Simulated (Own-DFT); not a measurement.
# Stretching a layer in its plane: wurtzite AlN, 72 atoms (Al36N36)

The numbers are computed, not measured, by runs of the plane-wave DFT program Own-DFT (in-house, retired, unreviewed) at fixed positions, with no spin and no spin-orbit coupling.

All runs used: PBE; PseudoDojo norm-conserving scalar-relativistic files; cutoff 42 hartree; 4 x 4 x 3 k mesh centred on Gamma; Gaussian smearing of 0.01 eV.

Limits: k mesh not checked against a denser one; stress not checked against mesh or cutoff.

Unstrained cell vectors in Å: (9.336, 0.000, 0.000); (-4.668, 8.085, 0.000); (0.000, 0.000, 9.964). The unstrained cell has measured lattice constants (interpolated for alloys), not those of this functional. That, the random moves and any unrelaxed bonds set the pressure at no strain. Each run strains x and y alike by e, as a substrate would, and holds the height along z. Random moves of width 0.05 Å per axis were added to every atom. Stress is positive in tension.

```
e (%),u (Å),(s_xx + s_yy)/2 (GPa),s_zz (GPa)
-3.00,0.048,-24.78,-11.96
-2.50,0.050,-22.88,-8.77
-1.50,0.049,-14.35,-8.69
-1.25,0.051,-14.55,-6.83
-1.00,0.045,-11.19,-6.72
-0.75,0.048,-10.93,-4.30
-0.25,0.051,?,?
0.75,0.051,-1.66,-4.08
1.50,0.050,2.64,-3.66
3.00,0.049,9.42,-1.52
```

## Analysis

With e as a fraction, the in-plane stress is -5.9 + 584 e - 2229 e² GPa (errors 15 and 828, scatter 0.82), and s_zz is -5.5 + 155 e GPa (slope ± 23, scatter 1.26). At e = 0 the first slope is C11 + C12 and the second 2 C13, both with the ions held to the strained lattice and at the cell's own pressure. A free layer would change its height as e changes, and the in-plane slope would drop by 2 C13²/C33 to the biaxial modulus. At fixed height, a misfit of 1 % moves the in-plane stress by about 5.8 GPa and s_zz by 1.5 GPa.

## Check

The question: what are the two stresses at e = -0.25 %?

The fit gives -7.4 and -5.9 GPa. The run itself gave -7.24 and -6.09 GPa.
